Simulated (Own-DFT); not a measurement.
Hf$_{36}$O$_{71}$ (tetragonal hafnia with one neutral oxygen vacancy, atoms displaced) (calculated)

All values are calculated (Own-DFT development build). A calculation, not a measurement: plane-wave PBE and HSE06 DFT by an unreviewed code, no spin, of a simulated cell at Gamma alone, so results move with cell size and shape, stress positive in tension, energies less offsets, not probed for a lower state with spin; hafnium file: forces about 75 meV/angstrom off all-electron values; oxygen file: force components 24 meV/angstrom off all-electron in a glass; k mesh not checked against a denser one; forces and stress are PBE's, HSE06 gives the energy alone, and its difference from PBE has offsets of its own; offsets are fitted by least squares, one for each functional and potential file, so energies compare only between cells with the same atoms and settings and are not formation energies; the far tail of each file's local potential was reset to the Coulomb form; each entry is a single point on an unrelaxed cell, so the pressure reflects the starting lattice, taken from the Materials Project, from which strain is counted, and rises with the displacements; printed positions are rounded, which can move forces by about a meV/angstrom; the program is a retired in-house code; no spin-orbit coupling.

Settings shared by all entries: first functional PBE; second functional HSE06; exact exchange share 0.25; screening 0.11 1/bohr; exchange divergence Gygi-Baldereschi; potential files PseudoDojo norm-conserving, scalar-relativistic, made for PBE, standard set; wave cutoff 48 hartree; occupations fixed; k mesh 1 x 1 x 1 centred on Gamma.

(1) Hf$_{36}$O$_{71}$ (tetragonal hafnia with one neutral oxygen vacancy, atoms displaced)

```
CELL_PARAMETERS angstrom
10.78000 0.00000 0.00000
0.00000 10.78000 0.00000
0.00000 0.00000 10.44930
ATOMIC_POSITIONS crystal
Hf 0.99590 0.00386 0.00106
Hf 0.16535 0.17036 0.24828
O 0.99897 0.16489 0.14756
O 0.16934 0.99929 0.34781
O 0.99569 0.16514 0.40572
O 0.16725 0.99751 0.09448
Hf 0.00134 0.00354 0.50177
Hf 0.16829 0.16881 0.75238
O 0.00100 0.16252 0.65245
O 0.16808 0.00189 0.84869
O 0.00229 0.16556 0.90602
O 0.16915 0.99695 0.60284
Hf 0.99839 0.33699 0.00098
Hf 0.17151 0.49980 0.25706
O 0.00360 0.49969 0.15190
O 0.16667 0.33441 0.34907
O 0.00239 0.49885 0.40031
O 0.16779 0.33216 0.09187
Hf 0.00290 0.33446 0.50411
Hf 0.17040 0.49511 0.74890
O 0.00036 0.50591 0.64692
O 0.16815 0.33341 0.84975
O 0.99934 0.49951 0.89828
O 0.16453 0.33135 0.59961
Hf 0.99991 0.66548 0.00033
Hf 0.16393 0.83640 0.25236
O 0.99761 0.83748 0.15014
O 0.16456 0.66459 0.34777
O 0.00373 0.83614 0.39950
O 0.16801 0.66690 0.10154
Hf 0.00064 0.66489 0.50474
Hf 0.16579 0.83110 0.74894
O 0.00287 0.83264 0.65185
O 0.16871 0.66570 0.84988
O 0.00280 0.83361 0.90325
O 0.17086 0.65906 0.60016
Hf 0.32849 0.00340 0.99840
Hf 0.50071 0.17159 0.24788
O 0.33716 0.16549 0.14824
O 0.49981 0.00223 0.35388
O 0.32949 0.16716 0.40669
O 0.50378 0.00479 0.09500
Hf 0.33363 0.99816 0.49688
Hf 0.49950 0.16816 0.74950
O 0.33552 0.16239 0.65291
O 0.49820 0.99752 0.84361
O 0.33331 0.17136 0.90349
O 0.49629 0.99694 0.59710
Hf 0.33396 0.33833 0.00258
Hf 0.49571 0.50242 0.24917
O 0.33170 0.49934 0.14988
O 0.49636 0.34128 0.34979
O 0.33733 0.50006 0.40044
O 0.50042 0.33418 0.09942
Hf 0.33391 0.33471 0.49847
Hf 0.49674 0.49835 0.75031
O 0.33575 0.49754 0.65452
O 0.50225 0.33100 0.84580
O 0.32929 0.50031 0.90403
O 0.50114 0.33095 0.60039
Hf 0.33402 0.66840 0.99727
Hf 0.50045 0.83180 0.25161
O 0.33506 0.83700 0.15014
O 0.50295 0.66511 0.34804
O 0.32790 0.82962 0.40539
O 0.50242 0.66719 0.09609
Hf 0.32674 0.66891 0.49987
Hf 0.50482 0.83282 0.74807
O 0.33670 0.83093 0.65592
O 0.49981 0.66613 0.84738
O 0.33374 0.83225 0.90723
O 0.50464 0.66251 0.59930
Hf 0.66745 0.99728 0.00504
Hf 0.83039 0.16625 0.24605
O 0.66891 0.16221 0.15655
O 0.83537 0.00254 0.34776
O 0.66345 0.16957 0.39923
O 0.83173 0.00035 0.09579
Hf 0.66695 0.99755 0.49915
Hf 0.83426 0.17055 0.75631
O 0.67212 0.16433 0.65054
O 0.83350 0.00493 0.85044
O 0.66617 0.16689 0.90540
O 0.83503 0.99943 0.59710
Hf 0.66494 0.33956 0.00813
Hf 0.82999 0.50611 0.24432
O 0.67013 0.49616 0.14791
O 0.82732 0.33836 0.34227
O 0.66860 0.50258 0.39681
O 0.83686 0.33504 0.09926
Hf 0.67011 0.32985 0.50054
Hf 0.82825 0.49930 0.74977
O 0.66788 0.50078 0.65029
O 0.83489 0.32855 0.85124
O 0.66353 0.50018 0.90099
Hf 0.67019 0.67139 0.00249
Hf 0.83461 0.83419 0.24838
O 0.66860 0.83045 0.15733
O 0.83615 0.67223 0.35211
O 0.66799 0.83365 0.40333
O 0.82828 0.66978 0.09814
Hf 0.66642 0.66540 0.49831
Hf 0.82919 0.83205 0.75119
O 0.67296 0.83274 0.65036
O 0.83172 0.66382 0.84391
O 0.66304 0.83135 0.90360
O 0.83581 0.66944 0.59984
```

```
PBE energy of cell above offsets : -100.787 eV
HSE06 less PBE above offsets     : -0.140 eV
PBE pressure                     : 0.67 GPa
PBE stress xx                    : -0.79 GPa
PBE stress yy                    : -0.07 GPa
PBE stress zz                    : -1.15 GPa
PBE stress yz                    : 0.17 GPa
PBE stress xz                    : -0.41 GPa
PBE stress xy                    : 0.01 GPa
```

Force:
```csv
element,x (eV/Å),y (eV/Å),z (eV/Å)
Hf,0.811,-0.757,-0.506
Hf,0.289,-0.712,-0.198
O,0.28,0.009,0.863
O,0.041,1.035,-0.265
O,0.556,1.165,-0.551
O,-0.545,0.298,0.702
Hf,-0.187,-0.774,0.423
Hf,0.201,-0.92,-0.083
O,-0.133,0.716,0.37
O,0.23,-0.295,-0.154
O,0.047,0.893,-0.476
O,-0.072,0.032,-0.776
Hf,0.42,-0.263,-0.35
Hf,-1.206,0.621,-1.108
O,-0.385,0.216,-0.095
O,0.203,-0.558,-0.015
O,0.02,-0.042,0.497
O,-0.17,-0.294,1.056
Hf,-1.381,0.116,-0.596
Hf,-0.806,0.828,0.515
O,-0.235,-0.865,0.646
O,-0.141,0.166,-0.371
O,-0.095,0.21,0.337
O,0.786,0.293,0.077
Hf,1.131,0.214,-0.139
Hf,-0.018,-0.522,-0.777
O,0.224,-0.338,0.186
O,0.446,0.423,0.53
O,0.174,-0.279,0.398
O,-0.333,0.197,-0.48
Hf,-0.451,0.231,-0.753
Hf,0.317,0.855,0.706
O,-0.45,-0.387,0.178
O,-0.191,-0.38,-0.308
O,-0.299,-0.281,0.082
O,-0.548,0.404,-0.002
Hf,0.821,-0.462,-0.261
Hf,0.012,-0.695,0.695
O,-0.849,0.171,0.883
O,-0.257,-0.35,-1.091
O,0.121,0.389,-0.639
O,-0.565,-0.256,0.5
Hf,-0.164,0.442,1.001
Hf,0.474,-0.689,0.139
O,-0.515,0.472,0.057
O,0.115,0.354,0.083
O,0.051,-0.117,-0.151
O,1.121,-0.139,-0.166
Hf,-0.251,-0.824,-0.63
Hf,0.793,0.102,0.086
O,0.424,-0.115,0.302
O,-0.106,-1.161,-0.346
O,-0.6,0.483,0.113
O,0.012,-0.044,0.462
Hf,0.643,-0.579,0.544
Hf,1.207,0.387,0.153
O,-0.537,-0.281,-0.55
O,-0.222,0.762,0.547
O,0.441,-0.101,-0.518
O,-0.063,0.017,-0.58
Hf,-0.383,0.51,0.36
Hf,-0.328,0.544,-0.205
O,0.184,-0.133,1.045
O,-0.25,0.637,-0.215
O,0.279,0.277,-0.597
O,-0.125,-0.138,0.392
Hf,1.508,-0.32,0.569
Hf,-0.696,0.047,0.182
O,-0.435,-0.475,-0.335
O,-0.236,-0.182,-0.129
O,-0.091,0.398,-0.437
O,-0.856,0.235,-0.5
Hf,-0.582,1.153,-1.378
Hf,0.949,0.534,1.271
O,-0.745,0.535,-0.587
O,-0.425,-0.34,-0.392
O,0.005,-0.331,0.377
O,0.004,-0.069,0.742
Hf,0.117,0.742,0.312
Hf,-0.127,-1.18,-0.872
O,-0.415,0.623,0.058
O,-0.002,-1.303,-0.114
O,-0.089,0.083,0.522
O,-0.133,-0.393,-0.112
Hf,0.603,-0.709,-1.594
Hf,0.991,-0.589,1.514
O,-1.063,0.144,0.057
O,0.187,-0.618,0.449
O,-0.007,-0.244,0.465
O,-0.711,-0.093,-0.149
Hf,0.432,0.648,-0.171
Hf,0.737,-0.309,-0.242
O,-0.041,-0.589,0.002
O,0.004,1.623,-0.332
O,0.411,-0.02,0.307
Hf,-1.46,-1.016,-0.963
Hf,0.594,0.39,1.231
O,-0.611,0.252,-0.586
O,0.064,-0.618,-0.68
O,-0.33,-0.045,-0.11
O,1.525,-0.281,0.291
Hf,0.454,-0.288,0.114
Hf,1.634,0.693,-0.283
O,-1.129,0.221,0.061
O,-0.074,0.646,0.824
O,0.546,0.473,-0.233
O,-0.527,-0.142,-0.118
```

(2) Hf$_{36}$O$_{71}$ (tetragonal hafnia with one neutral oxygen vacancy, atoms displaced)

```
CELL_PARAMETERS angstrom
10.78000 0.00000 0.00000
0.00000 10.78000 0.00000
0.00000 0.00000 10.44930
ATOMIC_POSITIONS crystal
Hf 0.99576 0.00007 0.00527
Hf 0.16487 0.15823 0.24560
O 0.99643 0.16517 0.15499
O 0.16315 0.99664 0.34965
O 0.00621 0.16581 0.40465
O 0.16775 0.00014 0.09178
Hf 0.00845 0.00311 0.50078
Hf 0.16280 0.16350 0.75184
O 0.99797 0.16081 0.65797
O 0.16443 0.99925 0.85216
O 0.00937 0.16905 0.90601
O 0.16864 0.00321 0.59547
Hf 0.00581 0.34022 0.00388
Hf 0.16563 0.49848 0.24723
O 0.00687 0.49630 0.15801
O 0.00643 0.49875 0.39457
O 0.16722 0.33285 0.10011
Hf 0.99790 0.33761 0.50009
Hf 0.17035 0.49805 0.75136
O 0.99660 0.50823 0.64362
O 0.16720 0.33839 0.84412
O 0.99723 0.49587 0.90497
O 0.16532 0.32272 0.59524
Hf 0.99521 0.65833 0.00105
Hf 0.15916 0.83313 0.24310
O 0.00620 0.83635 0.15462
O 0.16919 0.66040 0.35706
O 0.00252 0.83809 0.40549
O 0.16682 0.66667 0.08525
Hf 0.99761 0.66812 0.50225
Hf 0.16319 0.82793 0.75218
O 0.99959 0.82732 0.64799
O 0.16596 0.67921 0.84827
O 0.99656 0.83413 0.90484
O 0.17199 0.66567 0.59195
Hf 0.32787 0.00013 0.99857
Hf 0.49134 0.16584 0.25522
O 0.33536 0.16589 0.15435
O 0.50589 0.99691 0.35185
O 0.32835 0.16019 0.40420
O 0.50046 0.99606 0.10015
Hf 0.33415 0.00054 0.49911
Hf 0.49601 0.17030 0.74450
O 0.33006 0.17096 0.65028
O 0.49762 0.99352 0.84737
O 0.33724 0.17758 0.90552
O 0.49715 0.99520 0.59562
Hf 0.33088 0.32776 0.00274
Hf 0.50726 0.49842 0.24598
O 0.33514 0.49473 0.15025
O 0.49907 0.32433 0.34417
O 0.33434 0.49042 0.39737
O 0.50074 0.34110 0.10030
Hf 0.33218 0.33647 0.49521
Hf 0.49582 0.49746 0.75506
O 0.32921 0.50541 0.65085
O 0.49778 0.34951 0.84992
O 0.33040 0.50393 0.90652
O 0.50049 0.32692 0.60535
Hf 0.33297 0.66449 0.00831
Hf 0.50092 0.83321 0.25397
O 0.32472 0.83445 0.15585
O 0.50054 0.66563 0.34873
O 0.32763 0.83558 0.39821
O 0.50277 0.66808 0.09811
Hf 0.33538 0.66969 0.50384
Hf 0.49300 0.83314 0.75119
O 0.34122 0.83351 0.64928
O 0.50019 0.66660 0.84996
O 0.32509 0.83636 0.90509
O 0.49127 0.67178 0.60177
Hf 0.66454 0.99584 0.00873
Hf 0.83562 0.17024 0.24932
O 0.66163 0.16652 0.15737
O 0.82808 0.99075 0.34890
O 0.67326 0.16945 0.40036
O 0.82986 0.00003 0.08989
Hf 0.66576 0.00474 0.50702
Hf 0.83053 0.16630 0.74182
O 0.66646 0.17357 0.65206
O 0.83147 0.00413 0.84826
O 0.67417 0.16839 0.89972
O 0.83371 0.00059 0.59860
Hf 0.67532 0.33308 0.98468
Hf 0.83438 0.49939 0.25621
O 0.67035 0.49775 0.15630
O 0.83526 0.32391 0.34398
O 0.66801 0.50263 0.40088
O 0.83479 0.32658 0.10354
Hf 0.66850 0.32928 0.50371
Hf 0.83549 0.49229 0.75773
O 0.66971 0.50160 0.64324
O 0.83775 0.33026 0.84756
O 0.66654 0.50058 0.89742
O 0.82828 0.32803 0.59320
Hf 0.66696 0.66029 0.00122
Hf 0.83964 0.83477 0.25369
O 0.66949 0.83198 0.14580
O 0.82638 0.66638 0.34800
O 0.66492 0.82904 0.40570
O 0.83672 0.66484 0.09873
Hf 0.66840 0.67391 0.50145
Hf 0.83109 0.83270 0.75646
O 0.67575 0.83645 0.65474
O 0.83287 0.67249 0.84459
O 0.66970 0.83267 0.90840
O 0.83151 0.66965 0.59726
```

```
PBE energy of cell above offsets : -96.882 eV
HSE06 less PBE above offsets     : 0.049 eV
PBE pressure                     : 2.58 GPa
PBE stress xx                    : -2.83 GPa
PBE stress yy                    : -2 GPa
PBE stress zz                    : -2.9 GPa
PBE stress yz                    : 0.51 GPa
PBE stress xz                    : -0.77 GPa
PBE stress xy                    : 0.01 GPa
```

Force:
```csv
element,x (eV/Å),y (eV/Å),z (eV/Å)
Hf,0.061,0.396,-2.002
Hf,-0.102,0.905,1.273
O,1.241,-0.513,-0.315
O,-0.143,0.274,-0.932
O,0.015,0.689,-0.128
O,-0.778,0.464,1.327
Hf,-1.217,-0.552,0.218
Hf,-0.152,-0.025,-0.053
O,0.396,0.345,-0.481
O,0.458,0.235,-0.796
O,0.011,0.396,0.475
O,0.25,0.024,0.836
Hf,-0.746,-2.723,0.533
Hf,2.083,-0.288,1.999
O,-1.887,0.264,-1.659
O,-0.729,-0.356,0.787
O,-0.132,-0.341,0.056
Hf,0.866,-0.429,-0.767
Hf,0.001,1.608,-0.757
O,0.381,-1.073,1.286
O,-0.118,-0.62,0.415
O,-0.137,1.052,-0.945
O,-0.492,1.034,-0.492
Hf,0.6,2.143,-0.755
Hf,2.919,-0.829,3.198
O,-2.673,0.018,-1.226
O,-0.421,0.719,-2.158
O,-0.351,-1.173,-0.728
O,-1.32,-0.262,1.584
Hf,0.724,0.412,0.095
Hf,0.278,1.854,-1.081
O,0.305,0.198,0.788
O,-0.392,-3.671,0.04
O,0.006,-0.322,0.428
O,-1.251,0.346,1.313
Hf,1.617,-0.479,-0.312
Hf,2.174,-0.841,-0.863
O,-1.187,0.012,-0.688
O,-0.268,0.546,-0.014
O,-0.024,1.275,-0.698
O,-1.267,-0.165,0.006
Hf,-0.294,-1.346,-0.113
Hf,-0.395,-0.211,0.782
O,0.688,-0.61,0.934
O,-0.099,1.967,-0.111
O,0.091,-2.557,-1.255
O,0.74,0.999,0.804
Hf,1.533,2.811,1.331
Hf,-1.135,-0.626,0.714
O,-0.401,1.017,0.352
O,-0.015,1.646,1.276
O,-0.131,1.122,0.369
O,0.342,-0.465,-1.199
Hf,0.032,-1.115,0.283
Hf,0.667,2.811,-2.193
O,0.408,-1.035,0.276
O,0.305,-3.749,0.834
O,-0.584,-0.467,-0.766
O,-0.295,0.392,-0.671
Hf,0.986,0.653,-1.057
Hf,-0.059,-0.094,-0.384
O,1.392,-0.186,-0.524
O,-0.343,-0.025,-0.268
O,0.682,-0.07,0.67
O,-0.223,-0.306,0.41
Hf,-0.415,0.029,-1.84
Hf,1.704,-0.695,0.172
O,-2.581,0.196,0.155
O,0.006,-0.109,0.217
O,0.739,-0.655,-0.085
O,2.232,-0.243,-0.057
Hf,-0.508,0.202,-1.121
Hf,-2.147,-1.697,-0.254
O,0.391,-0.235,-0.317
O,0.287,1.568,-0.332
O,-0.223,-0.825,1.129
O,1.004,-0.162,1.592
Hf,0.75,-0.982,-1.374
Hf,0.327,-1.785,1.388
O,-0.949,-0.811,-0.39
O,0.451,0.06,-0.369
O,-0.98,-0.017,-0.175
O,0.22,0.748,-0.229
Hf,-1.198,-1.048,2.992
Hf,-0.474,-0.426,0.026
O,0.814,0.5,-1.073
O,0.365,2.618,1.281
O,0.119,-1.098,-0.074
O,0.199,0.731,-1.34
Hf,-1.536,1.263,-1.223
Hf,-1.096,2.4,-2.399
O,-0.27,-0.482,1.837
O,-0.214,0.266,0.26
O,0.946,-0.142,-0.19
O,1.77,0.257,1.034
Hf,-0.23,2.106,-0.008
Hf,-1.461,-0.224,-0.192
O,0.157,-0.015,1.539
O,0.988,0.161,-0.014
O,-0.244,1.654,-0.518
O,-0.021,-0.503,0.136
Hf,-0.667,-1.606,0.823
Hf,0.682,1.441,-0.742
O,-2.244,-0.034,-0.097
O,0.355,-2.915,1.06
O,0.085,-0.56,-0.3
O,0.382,-0.038,-0.232
```

(3) Hf$_{36}$O$_{71}$ (tetragonal hafnia with one neutral oxygen vacancy, atoms displaced)

```
CELL_PARAMETERS angstrom
10.78000 0.00000 0.00000
0.00000 10.78000 0.00000
0.00000 0.00000 10.44930
ATOMIC_POSITIONS crystal
Hf 0.99047 0.00395 0.99855
Hf 0.16613 0.16653 0.25114
O 0.00343 0.16378 0.14849
O 0.16445 0.00092 0.34222
O 0.99989 0.16672 0.39750
O 0.16827 0.00101 0.09868
Hf 0.99948 0.00338 0.50134
Hf 0.16518 0.16425 0.75168
O 0.00365 0.16763 0.65737
O 0.16660 0.00116 0.84848
O 0.00381 0.16460 0.90361
O 0.16535 0.99942 0.59835
Hf 0.00145 0.33301 0.00084
Hf 0.16657 0.50088 0.25194
O 0.00492 0.50071 0.15221
O 0.16802 0.33311 0.34557
O 0.00156 0.50098 0.40368
O 0.16342 0.33262 0.09770
Hf 0.99248 0.33472 0.49822
Hf 0.16595 0.49792 0.75699
O 0.99804 0.50439 0.65383
O 0.16726 0.33792 0.84951
O 0.00270 0.50404 0.89976
O 0.16797 0.33521 0.60024
Hf 0.00146 0.66721 0.99533
Hf 0.16288 0.83660 0.24649
O 0.00027 0.83410 0.15329
O 0.16284 0.66506 0.34910
O 0.00231 0.82863 0.39885
O 0.16297 0.67077 0.09783
Hf 0.00086 0.66811 0.50103
Hf 0.17030 0.82844 0.74917
O 0.00417 0.83406 0.65488
O 0.16650 0.66616 0.84983
O 0.00385 0.83167 0.90006
O 0.16660 0.66519 0.59373
Hf 0.33917 0.00181 0.00099
Hf 0.49652 0.16726 0.25221
O 0.33011 0.16835 0.15786
O 0.49971 0.99662 0.34920
O 0.32790 0.16598 0.40311
O 0.50012 0.00121 0.09843
Hf 0.33201 0.00137 0.49933
Hf 0.50031 0.16452 0.74968
O 0.32998 0.16650 0.65462
O 0.49827 0.99784 0.84965
O 0.33490 0.16486 0.90962
Hf 0.33053 0.32749 0.00327
Hf 0.49589 0.49828 0.24645
O 0.33575 0.49930 0.15826
O 0.49824 0.33236 0.34441
O 0.33654 0.50012 0.40300
O 0.50337 0.33016 0.09680
Hf 0.33150 0.33184 0.50216
Hf 0.49930 0.50109 0.74601
O 0.33407 0.50210 0.64659
O 0.49960 0.33323 0.84678
O 0.33093 0.49752 0.90355
O 0.49746 0.33474 0.59904
Hf 0.32849 0.67058 0.99567
Hf 0.49684 0.83007 0.24694
O 0.33161 0.83246 0.15112
O 0.49566 0.66831 0.34359
O 0.33007 0.83681 0.40095
O 0.49976 0.66412 0.10137
Hf 0.33885 0.67109 0.50371
Hf 0.49782 0.83377 0.74822
O 0.33327 0.83534 0.65283
O 0.50539 0.66952 0.84724
O 0.33771 0.83118 0.90373
O 0.49539 0.66629 0.59418
Hf 0.67044 0.99872 0.00121
Hf 0.83437 0.16619 0.25406
O 0.66742 0.16412 0.15408
O 0.83622 0.00070 0.34092
O 0.66871 0.16577 0.39572
O 0.83112 0.99710 0.10110
Hf 0.66874 0.00403 0.50026
Hf 0.83473 0.17140 0.75304
O 0.66373 0.16724 0.64798
O 0.83187 0.00396 0.84723
O 0.67039 0.17008 0.90444
O 0.82895 0.00126 0.59904
Hf 0.66545 0.32969 0.99783
Hf 0.83399 0.49995 0.24905
O 0.66779 0.49695 0.14848
O 0.83584 0.33526 0.34687
O 0.67029 0.50167 0.40086
O 0.83809 0.33262 0.09461
Hf 0.66793 0.33545 0.49884
Hf 0.83458 0.49979 0.75620
O 0.66827 0.49419 0.65142
O 0.83363 0.33666 0.84743
O 0.66872 0.49631 0.90119
O 0.82754 0.33068 0.60001
Hf 0.66907 0.66109 0.00008
Hf 0.83187 0.83630 0.24579
O 0.66649 0.83402 0.15423
O 0.83339 0.66711 0.34843
O 0.67153 0.83672 0.40476
O 0.83474 0.66855 0.09551
Hf 0.66845 0.67135 0.49815
Hf 0.83234 0.83447 0.75363
O 0.66330 0.83131 0.66157
O 0.83367 0.66923 0.85193
O 0.67011 0.83097 0.89909
O 0.83331 0.66382 0.59629
```

```
PBE pressure  : ?
PBE stress xx : ?
```

## Withheld values
1. What PBE pressure does the calculation give for Hf$_{36}$O$_{71}$ (tetragonal hafnia with one neutral oxygen vacancy, atoms displaced) (entry 3)?
2. What PBE stress xx does the calculation give for Hf$_{36}$O$_{71}$ (tetragonal hafnia with one neutral oxygen vacancy, atoms displaced) (entry 3)?
3. Give the table of force values for Hf$_{36}$O$_{71}$ (tetragonal hafnia with one neutral oxygen vacancy, atoms displaced) (entry 3).

Calculated values
1. 1.08 GPa
2. -0.71 GPa
3. 
Force:
```csv
element,x (eV/Å),y (eV/Å),z (eV/Å)
Hf,2.403,-1.084,0.655
Hf,-0.353,-0.118,-0.295
O,-1.09,-0.015,0.158
O,-0.261,0.051,0.979
O,-0.314,0.286,0.964
O,-0.234,-0.163,-0.708
Hf,0.336,-1.337,-0.447
Hf,0.527,0.117,0.293
O,-1.253,-0.048,-0.781
O,0.296,-0.614,-0.456
O,-0.544,0.926,-0.49
O,-0.042,0.261,-0.44
Hf,0.137,0.357,0.207
Hf,0.344,0.448,0.612
O,-0.993,-0.132,-0.12
O,-0.216,0.135,0.367
O,-0.342,-0.676,0.076
O,0.633,-0.032,-0.094
Hf,1.374,0.605,0.249
Hf,0.411,0.267,-1.784
O,0.048,-0.666,0.242
O,-0.113,-1.635,0.322
O,-0.253,-0.91,0.144
O,-0.953,-0.06,-0.359
Hf,-0.268,0.42,1.007
Hf,0.257,-0.749,0.511
O,-0.765,0.271,-0.608
O,0.269,0.265,-0.634
O,-0.272,1.615,0.77
O,0.823,-0.232,-0.367
Hf,0.321,-0.135,-0.413
Hf,-1.065,1.046,0.239
O,-0.907,0.041,-0.215
O,0.435,0.138,-0.058
O,-0.515,0.825,0.255
O,0.489,0.502,0.906
Hf,-1.502,-0.99,0.452
Hf,0.802,-0.45,-0.143
O,0.747,0.176,-0.638
O,-0.084,0.604,0.221
O,0.415,-0.179,0.19
O,0.465,0.062,-0.09
Hf,0.498,-0.277,-0.082
Hf,-0.294,0.518,-0.255
O,0.857,-0.441,0.163
O,0.255,0.54,-0.667
O,-0.032,0.437,-0.724
Hf,0.458,1.143,0.037
Hf,0.759,0.534,0.643
O,-1.189,-0.28,-1.026
O,0.221,-0.182,0.432
O,0.041,-0.004,0.243
O,-0.872,-0.114,-0.021
Hf,-0.174,1.079,-0.299
Hf,-0.065,-0.446,0.2
O,-0.238,0.045,1.193
O,0.047,-0.067,-0.096
O,0.115,0.423,0.129
O,0.488,-0.199,-0.417
Hf,0.626,-0.939,1.277
Hf,-0.234,0.226,0.133
O,0.357,-0.054,-0.179
O,0.404,-0.126,0.635
O,0.108,-0.108,0.401
O,-0.009,0.182,-0.942
Hf,-2.044,-0.996,-1.85
Hf,0.298,-0.101,0.798
O,0.295,0.199,-0.407
O,-0.319,-0.883,-0.262
O,-0.321,0.662,-0.557
O,2.077,0.126,0.868
Hf,-1.046,-0.293,-0.018
Hf,-0.12,0.401,-1.118
O,0.09,0.068,-0.16
O,0.193,-0.057,1.053
O,0.193,0.303,0.823
O,0.119,0.128,-0.48
Hf,-1.408,-0.019,-0.256
Hf,-0.534,-0.074,-0.712
O,0.221,-0.484,0.578
O,0.244,-0.209,0.518
O,-0.008,-1.344,-0.744
O,1.105,-0.018,-0.137
Hf,0.119,1.076,0.952
Hf,-0.007,0.859,-0.257
O,0.209,0.18,0.327
O,0.045,-0.311,0.484
O,-0.188,-0.091,0.218
O,-0.592,-0.078,0.214
Hf,-1.28,0.278,-0.017
Hf,-0.341,1.132,-1.067
O,-0.267,0.383,0.204
O,0.511,-0.886,0.194
O,0.082,0.412,-0.055
O,1.2,-0.343,-0.163
Hf,-0.665,0.302,0.055
Hf,0.607,-1.146,0.71
O,-0.366,0.091,-0.447
O,-0.26,-0.005,-0.513
O,-0.021,-0.11,0.266
O,0.013,-0.196,0.225
Hf,0.381,-0.586,-0.128
Hf,0.254,-0.478,-0.298
O,0.521,0.209,-1.26
O,-0.001,-0.516,-0.529
O,0.246,0.731,1.085
O,-0.553,0.597,0.411
```

Further results for Hf$_{36}$O$_{71}$ (tetragonal hafnia with one neutral oxygen vacancy, atoms displaced) (entry 3):

```
PBE energy of cell above offsets : -100.761 eV
HSE06 less PBE above offsets     : -0.139 eV
PBE stress yy                    : -0.81 GPa
PBE stress zz                    : -1.72 GPa
PBE stress yz                    : 0.59 GPa
PBE stress xz                    : -0.52 GPa
PBE stress xy                    : 0.03 GPa
```
